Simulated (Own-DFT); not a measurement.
# Computed records: Al₃GaN₄ (wurtzite random alloy, strained, atoms displaced)

Computed with Own-DFT development build. A calculation, not a measurement: plane-wave PBE density functional theory by an unreviewed code, no spin, of a simulated periodic cell, stress positive in tension, free energy of the whole cell less one offset for each atom, forces on such cells passed a denser k mesh, this cell's mesh not checked; offsets are fitted by least squares, one for each functional and potential file, so energies compare only between cells with the same atoms and settings and are not formation energies; the far tail of each file's local potential was reset to the Coulomb form; each entry is a single point on an unrelaxed cell, so the pressure reflects the starting lattice, mostly measured values, from which strain is counted, and rises with the displacements; printed positions are rounded, which can move forces by about a meV/angstrom; the program is a retired in-house code; no spin-orbit coupling.

Common to all runs: functional PBE; potential files PseudoDojo norm-conserving, scalar-relativistic, standard set with the stringent files for Ga; wave cutoff 96 hartree; occupations Gaussian; smearing width 0.01 eV; k mesh 4 x 4 x 3 centred on Gamma.

```yaml
- entry: 1
  formula: Al3GaN4
  kind: "wurtzite random alloy, strained, atoms displaced"
  structure:
    cell_angstrom: [[9.3938, 0.0, 0.0], [-4.6969, 8.1352, 0.0], [0.0, 0.0, 9.9145]]
    atoms_fractional:
      - [Al, 0.10578, 0.22255, 0.99403]
      - [Al, 0.22125, 0.10636, 0.2534]
      - ["N", 0.10368, 0.22019, 0.19366]
      - ["N", 0.2268, 0.1095, 0.43576]
      - [Al, 0.10791, 0.23568, 0.50111]
      - [Ga, 0.22211, 0.10718, 0.75012]
      - ["N", 0.11256, 0.22329, 0.68949]
      - ["N", 0.22752, 0.11991, 0.94113]
      - [Al, 0.10663, 0.55587, 0.00785]
      - [Al, 0.2187, 0.43902, 0.25826]
      - ["N", 0.1104, 0.56, 0.18282]
      - ["N", 0.22746, 0.43923, 0.44071]
      - [Al, 0.11421, 0.55479, 0.49537]
      - [Al, 0.21648, 0.43994, 0.74303]
      - ["N", 0.10681, 0.55192, 0.6968]
      - ["N", 0.21508, 0.44003, 0.9408]
      - [Al, 0.11078, 0.88861, 0.99668]
      - [Ga, 0.22357, 0.78822, 0.25328]
      - ["N", 0.11306, 0.88344, 0.1824]
      - ["N", 0.22054, 0.78872, 0.43416]
      - [Ga, 0.10306, 0.88733, 0.50124]
      - [Al, 0.22165, 0.78372, 0.74998]
      - ["N", 0.10114, 0.87629, 0.69467]
      - ["N", 0.21819, 0.77199, 0.93491]
      - [Al, 0.45761, 0.22779, 0.00026]
      - [Al, 0.56126, 0.11678, 0.25051]
      - ["N", 0.45755, 0.22566, 0.18861]
      - ["N", 0.55429, 0.12039, 0.44182]
      - [Al, 0.44674, 0.21787, 0.5035]
      - [Al, 0.55047, 0.10827, 0.76369]
      - ["N", 0.44511, 0.23329, 0.6842]
      - ["N", 0.55958, 0.11482, 0.94407]
      - [Al, 0.44441, 0.55106, 0.00166]
      - [Al, 0.54474, 0.4321, 0.26024]
      - ["N", 0.44744, 0.55504, 0.19538]
      - ["N", 0.5563, 0.44084, 0.43957]
      - [Al, 0.4401, 0.55605, 0.48964]
      - [Al, 0.55158, 0.44154, 0.75031]
      - ["N", 0.44208, 0.53795, 0.6941]
      - ["N", 0.55261, 0.43574, 0.94346]
      - [Al, 0.43935, 0.8832, 0.00604]
      - [Al, 0.55731, 0.78046, 0.25337]
      - ["N", 0.44638, 0.88723, 0.18512]
      - ["N", 0.5582, 0.78061, 0.4399]
      - [Al, 0.43904, 0.89355, 0.49515]
      - [Ga, 0.5589, 0.77694, 0.75226]
      - ["N", 0.45208, 0.88136, 0.69914]
      - ["N", 0.55661, 0.77626, 0.94583]
      - [Al, 0.78775, 0.2327, 0.00041]
      - [Al, 0.89184, 0.1097, 0.25525]
      - ["N", 0.78037, 0.2138, 0.19892]
      - ["N", 0.88761, 0.11101, 0.44977]
      - [Al, 0.77987, 0.21713, 0.50532]
      - [Al, 0.89692, 0.1188, 0.75419]
      - ["N", 0.77441, 0.21413, 0.68614]
      - ["N", 0.88088, 0.10784, 0.93728]
      - [Ga, 0.77645, 0.56069, 0.99342]
      - [Ga, 0.89277, 0.45328, 0.25473]
      - ["N", 0.77624, 0.56063, 0.19487]
      - ["N", 0.89055, 0.4436, 0.44242]
      - [Al, 0.77145, 0.54749, 0.50616]
      - [Ga, 0.89892, 0.44459, 0.76326]
      - ["N", 0.77544, 0.5528, 0.6938]
      - ["N", 0.87614, 0.43655, 0.94474]
      - [Al, 0.77636, 0.88765, 0.99952]
      - [Al, 0.89536, 0.77289, 0.24597]
      - ["N", 0.77608, 0.8934, 0.19717]
      - ["N", 0.88631, 0.78439, 0.45052]
      - [Ga, 0.77581, 0.89609, 0.5056]
      - [Ga, 0.88648, 0.77487, 0.75182]
      - ["N", 0.78727, 0.89742, 0.69309]
      - ["N", 0.89435, 0.7715, 0.93733]
  results:
    "free_energy_of_cell_above_offsets [eV]": "-21.593"
    "pressure [GPa]": 9.77
    "stress_xx [GPa]": -6.79
    "stress_yy [GPa]": -6.88
    "stress_zz [GPa]": -15.65
    "stress_yz [GPa]": 0.69
    "stress_xz [GPa]": -0.19
    "stress_xy [GPa]": 0.2
    force_element: [Al, Al, "N", "N", Al, Ga, "N", "N", Al, Al, "N", "N", Al, Al, "N", "N", Al, Ga, "N", "N", Ga, Al, "N", "N", Al, Al, "N", "N", Al, Al, "N", "N", Al, Al, "N", "N", Al, Al, "N", "N", Al, Al, "N", "N", Al, Ga, "N", "N", Al, Al, "N", "N", Al, Al, "N", "N", Ga, Ga, "N", "N", Al, Ga, "N", "N", Al, Al, "N", "N", Ga, Ga, "N", "N"]
    "force_x [eV/angstrom]": [0.468, 0.042, 1.566, -0.96, 1.646, -0.113, -0.704, 0.144, 0.584, 0.04, 1.419, -2.055, -1.039, 1.109, 1.977, 0.034, 0.823, 1.662, -2.026, 1.719, -0.09, 1.525, 1.772, -0.039, -1.362, 0.474, -1.707, 2.022, -1.683, 0.832, 1.491, 0.347, -0.656, 0.955, -0.847, -0.692, 2.575, 1.426, -2.256, -1.048, 0.257, 0.262, 0.149, -2.221, 1.303, 1.464, -3.951, -0.073, -0.599, -0.573, -0.563, 0.544, -1.458, -0.896, -0.312, 0.93, -0.288, -0.398, -0.571, 0.342, 0.332, -2.28, -0.193, 1.804, 0.206, -1.965, 1.477, 0.151, 0.638, -0.944, -0.586, -1.362]
    "force_y [eV/angstrom]": [-0.181, 0.608, 0.154, 1.218, -3.481, 0.401, -0.01, -1.045, -0.248, 0.671, -0.43, 1.809, 0.631, 0.879, 1.654, 0.797, 0.546, -1.249, 1.763, -2.087, 0.914, -1.454, 1.75, 0.692, -1.221, -0.793, -1.001, -1.729, 1.058, 0.377, -2.361, -0.832, -0.201, 1.813, -0.492, 0.095, 0.357, 0.104, 2.003, 1.498, 0.344, -0.385, 0.845, -0.551, 0.246, -1.466, 1.912, -0.518, -3.063, -0.361, 1.123, 1.872, 0.859, -0.954, 0.213, 0.443, -1.546, -1.294, -1.016, 0.099, 1.185, -1.087, -1.015, 1.747, 0.081, 1.316, -0.816, -2.469, -1.097, -0.44, 0.084, 2.734]
    "force_z [eV/angstrom]": [1.094, -1.737, -0.317, 1.274, 0.323, -0.423, -0.275, 1.236, -3.088, -3.1, 3.371, 0.198, 1.013, 1.656, -2.308, -0.136, -0.623, -2.215, 0.329, 2.945, 0.398, -0.077, -0.409, 1.322, 0.6, -0.129, 0.319, -0.299, -0.926, -2.793, 1.667, 0.973, 0.031, -2.093, 0.355, 1.523, 1.89, 0.615, -1.655, -1.024, -2.144, -1.027, 2.219, 0.368, 1.043, 0.191, -2.004, 0.753, 1.675, 0.246, -1.23, -1.615, -1.142, -1.343, 2.232, 1.025, 1.933, -1.06, -0.256, 1.592, -0.521, -2.594, 0.044, 1.455, 0.749, 1.414, -1.058, -2.175, -0.185, -1.112, 1.361, 1.662]
- entry: 2
  formula: Al3GaN4
  kind: "wurtzite random alloy, strained, atoms displaced"
  structure:
    cell_angstrom: [[9.3938, 0.0, 0.0], [-4.6969, 8.1352, 0.0], [0.0, 0.0, 9.9145]]
    atoms_fractional:
      - [Al, 0.10821, 0.22443, 0.00125]
      - [Al, 0.21985, 0.09857, 0.24496]
      - ["N", 0.11163, 0.22664, 0.18745]
      - ["N", 0.21659, 0.11546, 0.44413]
      - [Al, 0.10802, 0.21874, 0.50358]
      - [Al, 0.23291, 0.12488, 0.7512]
      - ["N", 0.09967, 0.22749, 0.68487]
      - ["N", 0.21731, 0.11225, 0.94341]
      - [Al, 0.11421, 0.55895, 0.00446]
      - [Ga, 0.22184, 0.44783, 0.25269]
      - ["N", 0.10628, 0.55239, 0.19285]
      - ["N", 0.22585, 0.44971, 0.44606]
      - [Ga, 0.11619, 0.56408, 0.49525]
      - [Al, 0.22804, 0.45043, 0.75186]
      - ["N", 0.11612, 0.56278, 0.6864]
      - ["N", 0.21637, 0.42796, 0.94593]
      - [Al, 0.10633, 0.89366, 0.99726]
      - [Ga, 0.22346, 0.77875, 0.26201]
      - ["N", 0.12363, 0.90501, 0.18969]
      - ["N", 0.23784, 0.78253, 0.44103]
      - [Ga, 0.12394, 0.9007, 0.5001]
      - [Ga, 0.21904, 0.77482, 0.7504]
      - ["N", 0.11729, 0.89344, 0.70104]
      - ["N", 0.22231, 0.76663, 0.93589]
      - [Al, 0.44196, 0.22073, 0.99077]
      - [Al, 0.54657, 0.10392, 0.24109]
      - ["N", 0.45379, 0.22682, 0.19152]
      - ["N", 0.54464, 0.09828, 0.43522]
      - [Al, 0.44135, 0.21171, 0.50833]
      - [Al, 0.5531, 0.10845, 0.74852]
      - ["N", 0.45339, 0.21804, 0.69305]
      - ["N", 0.556, 0.10459, 0.94282]
      - [Al, 0.44357, 0.55277, 0.00341]
      - [Al, 0.55111, 0.4503, 0.24845]
      - ["N", 0.46286, 0.56844, 0.19156]
      - ["N", 0.55547, 0.44101, 0.4396]
      - [Ga, 0.43827, 0.54962, 0.4968]
      - [Al, 0.5501, 0.43376, 0.74479]
      - ["N", 0.4542, 0.55453, 0.69286]
      - ["N", 0.5498, 0.44069, 0.94847]
      - [Al, 0.449, 0.89721, 0.01]
      - [Al, 0.55841, 0.76909, 0.25481]
      - ["N", 0.43622, 0.88781, 0.19299]
      - ["N", 0.55811, 0.77387, 0.4391]
      - [Al, 0.44367, 0.88004, 0.49978]
      - [Al, 0.55191, 0.77187, 0.75242]
      - ["N", 0.43333, 0.87334, 0.68765]
      - ["N", 0.56133, 0.77766, 0.94036]
      - [Al, 0.78242, 0.23156, 0.00179]
      - [Al, 0.88238, 0.11986, 0.24678]
      - ["N", 0.7775, 0.21864, 0.19227]
      - ["N", 0.88531, 0.10227, 0.44076]
      - [Ga, 0.77504, 0.22253, 0.503]
      - [Al, 0.89185, 0.11265, 0.74377]
      - ["N", 0.77355, 0.22087, 0.68405]
      - ["N", 0.88814, 0.10874, 0.9447]
      - [Al, 0.77697, 0.5567, 0.00331]
      - [Al, 0.8884, 0.44154, 0.24482]
      - ["N", 0.77769, 0.55527, 0.19207]
      - ["N", 0.88087, 0.44518, 0.44616]
      - [Al, 0.77928, 0.54435, 0.49472]
      - [Ga, 0.89112, 0.44717, 0.75506]
      - ["N", 0.76973, 0.54558, 0.69436]
      - ["N", 0.89458, 0.44668, 0.93832]
      - [Ga, 0.7773, 0.88593, 0.99815]
      - [Al, 0.89179, 0.77735, 0.24305]
      - ["N", 0.77714, 0.88909, 0.19174]
      - ["N", 0.89167, 0.77365, 0.44533]
      - [Al, 0.78012, 0.88545, 0.49978]
      - [Al, 0.87304, 0.76891, 0.749]
      - ["N", 0.78121, 0.89303, 0.69213]
      - ["N", 0.89205, 0.78105, 0.94545]
  results:
    "free_energy_of_cell_above_offsets [eV]": "-21.719"
    "pressure [GPa]": 9.66
    "stress_xx [GPa]": -6.58
    "stress_yy [GPa]": -9.93
    "stress_zz [GPa]": -12.49
    "stress_yz [GPa]": 0.01
    "stress_xz [GPa]": -0.45
    "stress_xy [GPa]": 0.82
    force_element: [Al, Al, "N", "N", Al, Al, "N", "N", Al, Ga, "N", "N", Ga, Al, "N", "N", Al, Ga, "N", "N", Ga, Ga, "N", "N", Al, Al, "N", "N", Al, Al, "N", "N", Al, Al, "N", "N", Ga, Al, "N", "N", Al, Al, "N", "N", Al, Al, "N", "N", Al, Al, "N", "N", Ga, Al, "N", "N", Al, Al, "N", "N", Al, Ga, "N", "N", Ga, Al, "N", "N", Al, Al, "N", "N"]
    "force_x [eV/angstrom]": [-0.021, -0.456, 0.217, 1.668, -1.158, -1.564, 2.935, 0.716, 0.516, 1.136, -0.421, -1.294, -0.924, -0.631, 0.538, -0.199, 1.984, -0.779, -0.981, -1.883, -0.848, -0.167, -2.067, -0.398, 0.266, 0.678, -1.625, -0.197, 0.027, 1.961, -2.071, -0.43, -0.32, 2.224, -2.121, 0.407, 2.142, 0.634, -1.359, 0.932, 0.098, -0.558, 2.282, -0.138, 1.696, 0.222, 2.052, -2.312, 0.477, 3.184, -2.197, 0.204, 0.047, -1.541, 0.2, -0.549, -0.013, -1.094, 0.387, 3.242, -3.336, 0.51, -0.466, -0.663, -0.313, -0.299, 0.252, -0.002, -0.02, 1.834, -0.731, 0.476]
    "force_y [eV/angstrom]": [-2.061, 6.136, -1.168, 1.068, 0.639, -1.86, 0.81, 0.444, -0.82, -0.572, 0.631, -2.244, -1.28, -0.315, -2.18, 3.879, -0.566, -0.16, -5.189, 0.033, -1.97, 0.537, 0.885, 1.86, -0.32, 1.182, -0.327, 0.475, 0.861, -1.858, 0.166, 1.691, 0.449, -1.816, -1.789, -0.975, 0.894, 1.5, -0.667, 0.328, -2.468, 3.038, -0.512, 0.691, 1.276, 0.985, 2.135, -1.091, -1.63, -2.208, 1.336, 1.073, -1.051, -0.432, -0.709, 1.621, -0.205, -0.115, 0.027, -0.844, 2.443, -0.38, 1.113, 0.225, 0.836, 0.756, 0.302, -0.306, -0.297, 0.765, -0.878, -1.825]
    "force_z [eV/angstrom]": [0.391, 1.589, 1.084, -0.926, -1.534, 0.011, 1.469, -0.775, -0.681, -0.342, -0.235, -0.762, 0.87, -0.2, 0.693, -1.109, -0.287, -3.082, -1.295, 1.45, 1.32, 0.068, -0.655, 2.971, 1.935, 1.536, -0.879, 0.514, -2.748, 0.467, 0.244, -0.584, -0.611, 0.604, -0.89, 0.313, 0.911, 1.356, 0.638, -1.526, -1.834, -0.455, -0.154, 0.629, 0.337, -0.348, 0.034, 0.148, -0.545, 0.952, -0.848, -0.47, -2.273, 1.46, 3.333, -1.269, -0.683, 1.349, -0.133, -2.724, 1.476, -2.082, -0.74, 2.881, 0.709, 1.239, 1.037, -0.995, -0.132, 0.053, -0.237, -1.024]
```
